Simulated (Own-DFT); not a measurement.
Simulation results for Si24O47 (quartz with one neutral oxygen vacancy, atoms displaced)

All values are calculated (Own-DFT development build). A calculation, not a measurement: plane-wave PBE and HSE06 DFT by an unreviewed code, no spin, of a simulated cell at Gamma alone, so results move with cell size and shape, stress positive in tension, energies less offsets, not probed for a lower state with spin; oxygen file: force components 24 meV/angstrom off all-electron in a glass; k mesh not checked against a denser one; forces and stress are PBE's, HSE06 gives the energy alone, and its difference from PBE has offsets of its own; offsets are fitted by least squares, one for each functional and potential file, so energies compare only between cells with the same atoms and settings and are not formation energies; the far tail of each file's local potential was reset to the Coulomb form; each entry is a single point on an unrelaxed cell, so the pressure reflects the starting lattice, mostly measured values (interpolated for alloys), from which strain is counted, and rises with the displacements; printed positions are rounded, which can move forces by about a meV/angstrom; the program, named Own-DFT, is a retired in-house code; no spin-orbit coupling.

Common to all runs: first functional PBE; second functional HSE06; exact exchange share 0.25; screening 0.11 1/bohr; exchange divergence Gygi-Baldereschi; potential files PseudoDojo norm-conserving, scalar-relativistic, made for PBE, standard set; wave cutoff 48 hartree; occupations fixed; k mesh 1 x 1 x 1 centred on Gamma.

(1) Si24O47 (quartz with one neutral oxygen vacancy, atoms displaced)

```
Si24O47
1.0
      9.8268     0.0000     0.0000
     -4.9134     8.5103     0.0000
      0.0000     0.0000    10.8104
Si O Si O Si O Si O Si O Si O Si O Si O
3 6 3 6 3 6 3 5 3 6 3 6 3 6 3 6
Direct
  0.23491 0.99861 0.99814
  0.99765 0.23566 0.33324
  0.26903 0.26884 0.16141
  0.20669 0.13638 0.06174
  0.42459 0.29529 0.22034
  0.36789 0.07561 0.39294
  0.07449 0.36661 0.44138
  0.13158 0.20030 0.26740
  0.29237 0.42481 0.10986
  0.22895 0.00309 0.49657
  0.00382 0.23299 0.82934
  0.26812 0.26663 0.66665
  0.20403 0.13247 0.56106
  0.42905 0.29717 0.72570
  0.36741 0.07181 0.88718
  0.07591 0.36981 0.94169
  0.13339 0.20869 0.77019
  0.29116 0.42866 0.60908
  0.23642 0.50861 0.99681
  0.99986 0.73945 0.33685
  0.26625 0.77057 0.17067
  0.20465 0.63205 0.06482
  0.42839 0.79217 0.22936
  0.36926 0.57419 0.39260
  0.07143 0.86859 0.44194
  0.13741 0.71190 0.27958
  0.29679 0.92855 0.10757
  0.23484 0.49735 0.50178
  0.00838 0.74117 0.83119
  0.26433 0.76328 0.66828
  0.20914 0.63175 0.55768
  0.42458 0.79051 0.72665
  0.06810 0.86216 0.93301
  0.13564 0.70688 0.77140
  0.29833 0.93127 0.60832
  0.72909 0.99428 0.99973
  0.50378 0.23900 0.33528
  0.76467 0.25863 0.16729
  0.70655 0.13358 0.05998
  0.92493 0.29276 0.22519
  0.86230 0.07753 0.39413
  0.57620 0.36540 0.43638
  0.63037 0.20560 0.27564
  0.79601 0.43074 0.10728
  0.73472 0.00283 0.50224
  0.49709 0.23134 0.83298
  0.76570 0.26621 0.67343
  0.70738 0.13425 0.55710
  0.92949 0.29140 0.72492
  0.86259 0.06782 0.89489
  0.57361 0.36693 0.94263
  0.62840 0.20721 0.77456
  0.79278 0.43002 0.60974
  0.73080 0.50123 0.99940
  0.49518 0.73329 0.33280
  0.76828 0.76702 0.16810
  0.70380 0.63025 0.05763
  0.92749 0.79953 0.22629
  0.86754 0.58157 0.39990
  0.57326 0.86654 0.43886
  0.64061 0.70814 0.27560
  0.79800 0.92662 0.10673
  0.73824 0.50033 0.49900
  0.50533 0.73491 0.82882
  0.76708 0.76485 0.66632
  0.70672 0.63246 0.56203
  0.92767 0.78839 0.72322
  0.86063 0.57784 0.89146
  0.57286 0.85972 0.93565
  0.62647 0.69884 0.77510
  0.79476 0.92667 0.60939
```

| Property | Result |
| --- | --- |
| PBE energy of cell above offsets | -23.150 eV |
| HSE06 less PBE above offsets | -0.690 eV |
| PBE pressure | 7.63 GPa |
| PBE stress xx | -8.61 GPa |
| PBE stress yy | -7.3 GPa |
| PBE stress zz | -6.98 GPa |
| PBE stress yz | -2.32 GPa |
| PBE stress xz | 0.33 GPa |
| PBE stress xy | 0.46 GPa |

Force:
```
element  x (eV/Å)  y (eV/Å)  z (eV/Å)
     Si    -1.075     0.768     0.212
     Si     2.355    -0.214    -0.986
     Si    -1.344    -1.023     2.319
      O      1.06     -3.34    -3.265
      O     3.603    -0.046     2.483
      O    -0.591    -0.434      0.19
      O    -0.535    -0.554    -0.376
      O    -1.744     0.219       1.4
      O    -1.817     3.563    -2.369
     Si     3.688    -0.215     1.392
     Si     -2.32     0.014     3.683
     Si    -0.377     0.211    -0.676
      O    -0.949     1.055     0.335
      O      0.45     0.101     0.221
      O    -1.309    -2.311     1.554
      O    -0.732    -1.862    -1.678
      O     1.841    -0.794    -0.186
      O     1.209    -0.664     1.064
     Si     3.742      0.23    -0.745
     Si     0.002    -0.204    -1.868
     Si     0.958    -1.942    -0.125
      O    -1.369     1.678     1.204
      O    -1.908     1.048    -2.238
      O     -0.71    -1.892     1.002
      O    -1.076    -0.172     0.223
      O    -0.553    -0.029     0.297
      O    -0.657     1.158    -0.968
     Si     0.338     1.026    -1.722
     Si    -2.092    -4.974    -1.829
     Si     0.439     1.131    -2.792
      O    -1.045     1.184     0.853
      O     0.699     0.509    -0.245
      O     1.263     4.704     4.311
      O    -0.371    -0.911      1.16
      O    -0.892    -0.181    -0.761
     Si      1.06     0.534     0.853
     Si    -2.414    -1.527    -3.285
     Si    -2.751     2.782    -0.167
      O     -0.11    -1.628    -1.194
      O     1.238     0.437     0.584
      O     0.653    -0.356    -0.371
      O     0.078     2.454     2.413
      O     1.885    -0.298    -1.071
      O     0.423    -1.362     0.531
     Si     0.346     -2.09    -0.639
     Si    -0.903     3.166     0.875
     Si    -0.474    -0.126    -2.513
      O    -1.381      2.27     2.273
      O    -0.468     0.327    -0.296
      O     0.982     1.564     -1.43
      O    -1.393    -2.316    -1.504
      O     2.331    -0.524     -0.69
      O     0.851     -1.06     0.778
     Si     2.614    -0.513     0.357
     Si     3.813     0.372     0.918
     Si    -1.281    -1.698    -1.519
      O    -1.549     2.613     1.873
      O     2.717    -0.044     1.251
      O     1.552     0.333    -1.942
      O     0.082     0.429     0.655
      O    -1.968    -0.268      1.06
      O    -1.042     1.051    -0.803
     Si    -2.136    -0.532     1.894
     Si    -4.819    -2.834     2.325
     Si    -0.472    -0.797     0.793
      O    -0.315    -0.619    -0.707
      O    -0.047     0.758    -0.455
      O     1.206     0.676    -0.996
      O    -0.372     1.519     1.641
      O     4.296    -0.326    -2.284
      O    -0.415     0.795    -0.283
```

(2) Si24O47 (quartz with one neutral oxygen vacancy, atoms displaced)

```
Si24O47
1.0
      9.8268     0.0000     0.0000
     -4.9134     8.5103     0.0000
      0.0000     0.0000    10.8104
Si O Si O Si O Si O Si O Si O Si O Si O
3 6 3 6 3 6 3 6 3 6 3 5 3 6 3 6
Direct
  0.23764 0.00036 0.99563
  0.00637 0.23802 0.33426
  0.27016 0.26701 0.16770
  0.21039 0.13273 0.05950
  0.42321 0.28355 0.22712
  0.36608 0.07091 0.38985
  0.07791 0.36468 0.43865
  0.12919 0.20423 0.27226
  0.28644 0.42331 0.10818
  0.23267 0.99510 0.49743
  0.99581 0.23621 0.83585
  0.26502 0.26079 0.66814
  0.20522 0.13322 0.56084
  0.42347 0.28798 0.72757
  0.36337 0.06939 0.89568
  0.07611 0.36882 0.93955
  0.13189 0.20512 0.77188
  0.29114 0.42986 0.60424
  0.23321 0.49543 0.00188
  0.99911 0.73372 0.33323
  0.26946 0.76316 0.16674
  0.20778 0.63154 0.05719
  0.42826 0.79910 0.22497
  0.36908 0.57154 0.39629
  0.07772 0.87271 0.44099
  0.12905 0.70470 0.27609
  0.30149 0.92595 0.10639
  0.24061 0.49702 0.49749
  0.99943 0.73574 0.83711
  0.26486 0.76320 0.66574
  0.21428 0.63838 0.55846
  0.42441 0.79097 0.72673
  0.36825 0.57669 0.89267
  0.07170 0.87056 0.93742
  0.13769 0.70684 0.77492
  0.29311 0.92558 0.60533
  0.72896 0.99613 0.99718
  0.50353 0.23375 0.33042
  0.76600 0.26670 0.16696
  0.71246 0.13652 0.06101
  0.92307 0.29347 0.22830
  0.86610 0.07266 0.39699
  0.56866 0.36019 0.43746
  0.63615 0.20709 0.27651
  0.79558 0.43056 0.10590
  0.73671 0.99882 0.50036
  0.50332 0.23879 0.83382
  0.75933 0.25813 0.67326
  0.70710 0.13278 0.55867
  0.92894 0.29277 0.72417
  0.86480 0.07258 0.89691
  0.57748 0.36952 0.93866
  0.63529 0.21176 0.77734
  0.73255 0.49354 0.00185
  0.50447 0.73470 0.33149
  0.76473 0.76387 0.16634
  0.70655 0.63060 0.06034
  0.92374 0.79144 0.22788
  0.86003 0.57346 0.39196
  0.57386 0.86590 0.44107
  0.63024 0.70799 0.27266
  0.79035 0.92028 0.10557
  0.73424 0.49587 0.50126
  0.49614 0.73074 0.83000
  0.76611 0.76653 0.67083
  0.70709 0.63082 0.56006
  0.92151 0.79522 0.72232
  0.86433 0.57137 0.88781
  0.57912 0.86662 0.93885
  0.63177 0.70030 0.77306
  0.79081 0.92710 0.60804
```

| Item | Value |
| --- | --- |
| PBE energy of cell above offsets | -23.180 eV |
| HSE06 less PBE above offsets | -0.826 eV |
| PBE pressure | 8.79 GPa |
| PBE stress xx | -11.35 GPa |
| PBE stress yy | -6.46 GPa |
| PBE stress zz | -8.55 GPa |
| PBE stress yz | -1.24 GPa |
| PBE stress xz | -0.53 GPa |
| PBE stress xy | -2.12 GPa |

Force:
```
element  x (eV/Å)  y (eV/Å)  z (eV/Å)
     Si    -1.014    -1.618     3.939
     Si    -3.087    -1.899    -0.288
     Si    -1.644    -2.045    -0.277
      O    -0.436     0.629     0.325
      O     0.191     1.276    -0.984
      O     0.019    -0.256       0.1
      O    -0.426     1.072     0.979
      O     2.514    -0.135    -1.341
      O     1.219     0.087     0.985
     Si     1.825     3.623     1.369
     Si     2.012    -1.001    -0.796
     Si    -1.887     1.526    -1.348
      O     0.532    -0.972    -1.005
      O     0.987     0.682      0.23
      O     2.956     2.808    -3.454
      O    -1.076    -0.784    -0.165
      O    -1.204    -0.034     1.268
      O     2.782    -2.721     3.478
     Si     0.484     1.947    -1.489
     Si    -0.932     0.858     1.265
     Si    -3.014    -0.481    -0.202
      O    -0.603     0.586     0.757
      O     2.705    -0.385     1.665
      O     1.661     1.451    -2.683
      O    -2.633    -3.643    -2.227
      O      2.48    -0.069    -1.602
      O    -1.252     0.684    -1.164
     Si    -3.368     1.651     0.533
     Si     0.249    -0.084    -3.131
     Si    -0.462     0.641    -0.274
      O     0.185    -1.776    -1.493
      O     0.651     0.791    -0.152
      O    -0.766    -2.316     1.413
      O    -0.187     0.346     0.851
      O    -1.763     -0.09     1.025
      O     0.251     0.207     0.507
     Si     2.093     1.714     3.022
     Si    -0.947    -1.509     1.801
     Si    -0.256    -0.154     0.412
      O     -0.53    -0.558    -0.719
      O     1.763     0.359     0.795
      O     1.466     1.351    -1.794
      O     0.042     1.607     1.093
      O     1.419    -0.226    -1.144
      O     1.322    -1.115     1.591
     Si     -1.11    -0.012     0.154
     Si    -1.859    -1.879     0.748
     Si     0.552     2.736    -4.928
      O    -0.581     0.378     0.923
      O    -0.595     0.225    -0.032
      O     0.804     0.752    -1.174
      O    -1.529    -1.284    -0.169
      O    -0.021    -1.397     1.551
     Si     0.338     3.554    -1.331
     Si    -3.624     0.702       1.9
     Si    -0.095    -0.745     0.061
      O    -0.175    -0.377      -0.2
      O     0.442     0.413    -0.006
      O     0.829     0.104    -0.604
      O    -0.357    -0.565    -0.463
      O         3    -0.835    -1.385
      O    -0.847     1.644    -0.869
     Si     0.456    -2.361     2.041
     Si     1.439     1.464     0.338
     Si    -2.672    -1.069    -3.185
      O    -0.553     0.762     0.679
      O     5.206     0.278      3.08
      O     -0.54     -0.98     1.096
      O    -2.459    -2.749    -1.862
      O    -1.024    -0.232     0.887
      O     0.655    -0.557     1.087
```

(3) Si24O47 (quartz with one neutral oxygen vacancy, atoms displaced)

```
Si24O47
1.0
      9.8268     0.0000     0.0000
     -4.9134     8.5103     0.0000
      0.0000     0.0000    10.8104
Si O Si O Si O Si O Si O Si O Si O Si O
3 6 3 6 3 6 3 5 3 6 3 6 3 6 3 6
Direct
  0.23441 0.99987 0.00313
  0.00658 0.24341 0.33002
  0.26115 0.26749 0.16652
  0.21087 0.13425 0.05964
  0.42628 0.29182 0.22583
  0.36790 0.07051 0.39460
  0.08166 0.37382 0.43609
  0.13463 0.20811 0.27351
  0.30003 0.42434 0.10859
  0.23153 0.99804 0.50274
  0.99606 0.23351 0.83548
  0.27433 0.26695 0.66219
  0.20826 0.13125 0.55726
  0.43449 0.29960 0.72885
  0.37407 0.07686 0.89183
  0.06858 0.36110 0.93970
  0.13950 0.21039 0.77857
  0.28814 0.42451 0.61308
  0.23372 0.49690 0.99920
  0.99822 0.73749 0.33283
  0.26727 0.76975 0.16080
  0.20305 0.63230 0.05827
  0.42817 0.79047 0.22451
  0.36897 0.57464 0.39456
  0.07216 0.86344 0.43795
  0.13585 0.70362 0.27064
  0.29222 0.92772 0.10985
  0.24190 0.50454 0.49636
  0.99506 0.73672 0.83264
  0.26147 0.76597 0.66846
  0.20458 0.63309 0.55308
  0.37130 0.57627 0.89448
  0.07053 0.86845 0.94005
  0.13623 0.70965 0.76984
  0.29010 0.92647 0.61008
  0.73476 0.99838 0.99889
  0.50080 0.23165 0.33175
  0.76757 0.26095 0.16461
  0.70651 0.13298 0.05865
  0.93015 0.29232 0.22231
  0.87288 0.07725 0.39721
  0.57891 0.37506 0.44241
  0.63379 0.21319 0.27452
  0.79233 0.42597 0.11054
  0.73567 0.99881 0.50035
  0.49797 0.23779 0.83160
  0.77036 0.26685 0.67096
  0.71080 0.13727 0.56386
  0.93114 0.29961 0.72810
  0.86575 0.07369 0.89505
  0.57244 0.36914 0.94090
  0.63430 0.21205 0.77123
  0.79216 0.42377 0.61085
  0.73531 0.50223 0.00459
  0.50415 0.73852 0.33693
  0.76296 0.76064 0.16971
  0.70539 0.63557 0.06199
  0.92483 0.79425 0.23094
  0.87300 0.57655 0.39404
  0.57790 0.87188 0.43398
  0.63259 0.70068 0.27609
  0.78969 0.92369 0.10623
  0.73487 0.49904 0.50037
  0.50161 0.73728 0.83858
  0.76003 0.75701 0.66555
  0.71389 0.63118 0.55964
  0.93031 0.79177 0.72333
  0.87136 0.57221 0.88746
  0.57338 0.86325 0.93842
  0.63242 0.70550 0.77314
  0.79157 0.92721 0.60770
```

| Item | Value |
| --- | --- |
| PBE energy of cell above offsets | -23.025 eV |
| HSE06 less PBE above offsets | -0.700 eV |
| PBE pressure | 7.98 GPa |
| PBE stress xx | -5.65 GPa |
| PBE stress yy | -10.36 GPa |
| PBE stress zz | -7.93 GPa |
| PBE stress yz | -0.63 GPa |
| PBE stress xz | -0.17 GPa |
| PBE stress xy | 0.53 GPa |

Force:
```
element  x (eV/Å)  y (eV/Å)  z (eV/Å)
     Si     0.778     0.409    -2.601
     Si    -0.656    -1.853     2.159
     Si     3.436    -2.681     0.827
      O    -1.165     0.752     0.484
      O    -0.395    -0.036     0.053
      O    -0.163    -0.165     0.321
      O    -0.661    -0.598    -0.294
      O     0.145    -0.646      0.28
      O    -2.248     3.651    -2.423
     Si      1.68    -1.342    -2.032
     Si     2.355    -0.167    -2.406
     Si    -2.055    -0.961     2.417
      O     -1.34     1.864     0.984
      O    -1.994     0.894    -2.651
      O    -1.516    -2.217     1.732
      O     0.472     2.053     2.232
      O     0.268    -0.085     -0.86
      O    -0.325     1.564    -1.668
     Si     0.225     0.302     0.226
     Si     3.288    -1.669    -0.532
     Si     1.162    -2.758     2.763
      O     0.444    -0.662    -0.781
      O    -0.052     0.192    -0.228
      O      1.96       0.9    -1.591
      O     0.087     1.794     1.618
      O    -1.436      0.49     0.382
      O    -0.247     1.927    -0.812
     Si    -1.172    -0.947     3.097
     Si     3.043     0.077     0.041
     Si     4.872    -1.066    -1.136
      O     -0.29     1.299     1.062
      O    -0.682    -2.194     1.274
      O     0.232     0.317     0.445
      O    -3.251        -1     3.126
      O    -0.074     1.074    -0.247
     Si    -0.313     -0.26     0.781
     Si    -2.772     1.662     2.025
     Si    -1.756     1.122     1.119
      O    -0.246    -0.728    -0.627
      O    -0.227     0.382    -0.579
      O     0.293     0.821    -0.867
      O    -2.067    -3.501    -2.383
      O     3.651    -0.642    -1.629
      O     0.201     0.308      -0.2
     Si    -0.141     2.372     0.356
     Si     2.897     0.189     1.895
     Si    -1.255    -0.075    -0.829
      O     0.404    -1.554    -1.168
      O     1.167     0.036     0.548
      O     0.155     -0.75    -0.509
      O     0.204     0.534       0.4
      O    -0.198    -0.643     1.103
      O    -0.533      1.67    -1.128
     Si     0.836    -0.729    -2.179
     Si    -0.599    -1.716    -2.851
     Si    -0.666     1.705     0.197
      O     0.205    -0.859    -1.058
      O    -0.675      0.81    -1.548
      O    -0.715    -1.434     0.685
      O    -0.464     1.101     1.598
      O    -0.324    -0.086      0.56
      O     0.428    -0.281      0.65
     Si     4.061    -0.216      0.19
     Si    -2.225    -1.239    -5.429
     Si     0.749     2.462     0.365
      O    -1.883     1.376     0.363
      O    -2.193     0.644    -1.612
      O    -1.735    -1.814     2.402
      O     0.032     2.799     2.783
      O     0.097    -0.346     0.314
      O     0.882    -1.634     1.003
```

(4) Si24O47 (quartz with one neutral oxygen vacancy, atoms displaced)

```
Si24O47
1.0
      9.8268     0.0000     0.0000
     -4.9134     8.5103     0.0000
      0.0000     0.0000    10.8104
Si O Si O Si O Si O Si O Si O Si O Si O
3 6 3 6 3 6 3 6 3 6 3 6 3 6 3 5
Direct
  0.23174 0.99947 0.00116
  0.99631 0.23410 0.33390
  0.25996 0.26533 0.16542
  0.21144 0.13747 0.05756
  0.42832 0.29469 0.22758
  0.36651 0.07507 0.39542
  0.07432 0.37093 0.43775
  0.13923 0.20774 0.27500
  0.29749 0.42633 0.10530
  0.23452 0.00066 0.50177
  0.99980 0.23935 0.83426
  0.26420 0.26506 0.66709
  0.21330 0.13628 0.56324
  0.42360 0.29344 0.72809
  0.36357 0.07022 0.89619
  0.07390 0.36214 0.94456
  0.13740 0.20649 0.77351
  0.29568 0.43134 0.60788
  0.23278 0.49746 0.00243
  0.00427 0.74182 0.34025
  0.26247 0.76620 0.16307
  0.20832 0.63207 0.05456
  0.43067 0.79548 0.22371
  0.36744 0.57624 0.39259
  0.07503 0.86765 0.43877
  0.13988 0.70819 0.27495
  0.29475 0.93310 0.10255
  0.23843 0.50479 0.49595
  0.00407 0.73620 0.83689
  0.26739 0.76335 0.67099
  0.20474 0.63391 0.55232
  0.42492 0.79350 0.72441
  0.36412 0.57365 0.89565
  0.07228 0.86091 0.94067
  0.12890 0.70624 0.77333
  0.28954 0.92308 0.60830
  0.73149 0.99619 0.99880
  0.49836 0.23663 0.32755
  0.76545 0.26587 0.16285
  0.70318 0.13330 0.05655
  0.92795 0.29451 0.22787
  0.86428 0.06472 0.39125
  0.57719 0.37066 0.44321
  0.63731 0.20676 0.27289
  0.79204 0.42726 0.10777
  0.73290 0.00004 0.50148
  0.49807 0.23179 0.83426
  0.75947 0.26440 0.66863
  0.70189 0.13115 0.56164
  0.92757 0.29975 0.72967
  0.86418 0.07278 0.89725
  0.56831 0.36631 0.94072
  0.63150 0.20744 0.77503
  0.79378 0.42820 0.60100
  0.72716 0.49394 0.99654
  0.50149 0.73717 0.33707
  0.76347 0.76399 0.16684
  0.70735 0.63425 0.05463
  0.93010 0.79176 0.22405
  0.85640 0.56923 0.39197
  0.57910 0.86677 0.44309
  0.63219 0.70708 0.26847
  0.79693 0.93001 0.10507
  0.73715 0.50523 0.49680
  0.49859 0.73094 0.83827
  0.76486 0.76728 0.66910
  0.70683 0.63462 0.56063
  0.92107 0.78993 0.72896
  0.57155 0.86620 0.94023
  0.63594 0.70849 0.77902
  0.79455 0.92645 0.60722
```

| Property | Result |
| --- | --- |
| PBE energy of cell above offsets | -23.692 eV |
| HSE06 less PBE above offsets | -0.671 eV |
| PBE pressure | 7.29 GPa |
| PBE stress xx | -7.01 GPa |
| PBE stress yy | -6.86 GPa |
| PBE stress zz | -8 GPa |
| PBE stress yz | -1.32 GPa |
| PBE stress xz | 0.49 GPa |
| PBE stress xy | -0.74 GPa |

Force:
```
element  x (eV/Å)  y (eV/Å)  z (eV/Å)
     Si    -0.832     0.387    -1.365
     Si     1.538     -0.58     0.428
     Si     2.611     -0.25      0.36
      O    -0.959     0.101    -0.054
      O    -2.473     0.769    -2.545
      O     0.342     0.155    -0.632
      O    -0.158    -0.672    -0.116
      O    -2.228    -0.495      1.51
      O     -0.34     1.124    -0.012
     Si     1.155      0.36     0.321
     Si     1.179    -2.196     -0.28
     Si     0.077     1.842    -0.343
      O    -0.738    -0.892    -1.179
      O     1.543     0.121     0.709
      O     0.739      0.49    -1.187
      O    -0.614     0.043     0.253
      O    -2.622    -0.313     1.682
      O    -0.186    -0.117     -0.31
     Si     1.112    -0.277    -0.486
     Si     -0.25    -4.565    -4.286
     Si      1.61     0.549     0.186
      O    -1.522     1.826     1.332
      O     -0.66     -0.06    -0.031
      O     0.985    -0.177    -0.963
      O    -0.389     2.292     2.725
      O    -1.676    -0.077     0.994
      O     1.716    -1.991     2.398
     Si     -0.33    -1.684     1.773
     Si    -4.195    -3.775    -0.232
     Si    -2.773    -0.996    -2.927
      O    -0.699     1.754     1.837
      O     3.359    -0.092     2.167
      O     0.072    -0.948    -0.238
      O    -0.108     2.209     2.053
      O     2.359    -0.652    -0.785
      O     0.039     0.211     0.099
     Si     -0.12     1.046     1.282
     Si     2.503     -0.01     3.738
     Si     0.368    -0.649     0.809
      O     0.039    -0.203    -0.181
      O    -0.615     0.199    -1.162
      O      0.11     0.922    -0.014
      O    -1.536     -2.44    -2.009
      O    -0.965    -0.222      0.52
      O    -0.279     0.761    -0.564
     Si     1.745     1.084      0.59
     Si    -1.987      0.14     0.014
     Si     1.055     1.703    -1.515
      O    -0.087     0.184     0.168
      O    -0.737    -0.026    -0.574
      O     1.237     1.363    -1.972
      O    -1.302    -1.763    -0.776
      O     0.439    -0.562     0.372
      O     1.012    -1.106     1.684
     Si     3.332     3.677    -0.477
     Si     0.049     0.459    -2.292
     Si     1.578     0.465    -1.606
      O    -0.754     0.581     0.813
      O      -0.2     0.089     0.361
      O     3.362     3.457    -3.454
      O    -1.602    -1.359    -0.492
      O    -1.041     -0.54     1.651
      O     0.357    -0.626     0.738
     Si    -1.643    -1.314     2.689
     Si    -0.249     0.921    -1.919
     Si    -0.274    -1.327    -0.375
      O    -0.662     0.814     0.392
      O     1.837     0.457     0.718
      O    -0.955    -0.403     0.125
      O    -0.332    -0.275    -0.043
      O    -0.366     1.082    -0.094
```
